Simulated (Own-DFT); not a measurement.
# One host, several defects: B20 RuSi

Everything here is calculated. The program is Own-DFT (plane waves, in-house, since retired, never reviewed by a person); positions were held fixed, and spin and spin-orbit coupling were off.

Settings: PBE; PseudoDojo norm-conserving scalar-relativistic files; cutoff 50 hartree; 5 x 4 x 5 k mesh centred on Gamma; cold (Marzari-Vanderbilt) smearing of 0.2 eV.

Keep in mind (not all hold for every row): not probed for a lower state with spin; forces on such cells failed a check on a denser k mesh; stress not checked against mesh or cutoff.

All runs share one cell, with vectors in Å (4.709, 0.000, 4.709); (0.000, 9.417, 0.000); (-4.709, 0.000, 4.709) and a volume of 417.6 Å³. The atoms are randomly displaced, by u rms on each axis. The defect's site can differ from row to row.

| cell | formula | u (Å) | P (GPa) |
|---|---|---|---|
| no defect | Ru16Si16 | 0.0179 | 4.61 |
| no defect | Ru16Si16 | 0.0460 | 6.25 |
| no defect | Ru16Si16 | 0.0462 | 6.05 |
| one Si vacancy | Ru16Si15 | 0.0304 | 2.50 |
| one Si vacancy | Ru16Si15 | 0.0328 | 1.95 |
| one Si vacancy | Ru16Si15 | 0.0444 | 3.18 |
| one Ru vacancy | Ru15Si16 | 0.0298 | 2.79 |
| one Ru vacancy | Ru15Si16 | 0.0303 | 2.50 |
| one Ru vacancy | Ru15Si16 | 0.0480 | 3.92 |
| one Ru on a Si site | Ru17Si15 | 0.0260 | 8.53 |
| one Ru on a Si site | Ru17Si15 | 0.0308 | 7.49 |
| one Ru on a Si site | Ru17Si15 | 0.0534 | ? |
| one Ru on a Si site | Ru17Si15 | 0.0535 | 10.11 |
| one Si on a Ru site | Ru15Si17 | 0.0293 | 5.69 |
| one Si on a Ru site | Ru15Si17 | 0.0309 | 6.11 |
| one Si on a Ru site | Ru15Si17 | 0.0468 | 6.30 |

## Fit

P = P0 + c u² + a shift for each defect gives P0 = 4.37 GPa, c = 831 ± 148 GPa/Å² and a scatter of 0.42 GPa. The shifts, and each times the cell's volume:

- one Ru on a Si site: 3.10 ± 0.34 GPa, 8.1 eV
- one Si on a Ru site: 0.55 ± 0.34 GPa, 1.4 eV (not resolved)
- one Ru vacancy: -2.44 ± 0.34 GPa, -6.4 eV
- one Si vacancy: -2.93 ± 0.34 GPa, -7.6 eV

Positive is outwards. The product with the volume (160.2 GPa Å³ to the eV) is nearly free of the cell's size; divided by the bulk modulus at the cell's pressure it gives the volume that the defect adds. The atoms around the defects weren't relaxed, which would change these numbers.

## The run left out

Q: what pressure belongs in the blank (one Ru on a Si site, u = 0.0534 Å)?

Estimate: 9.84 ± 0.53 GPa. The calculation gave 9.00 GPa.
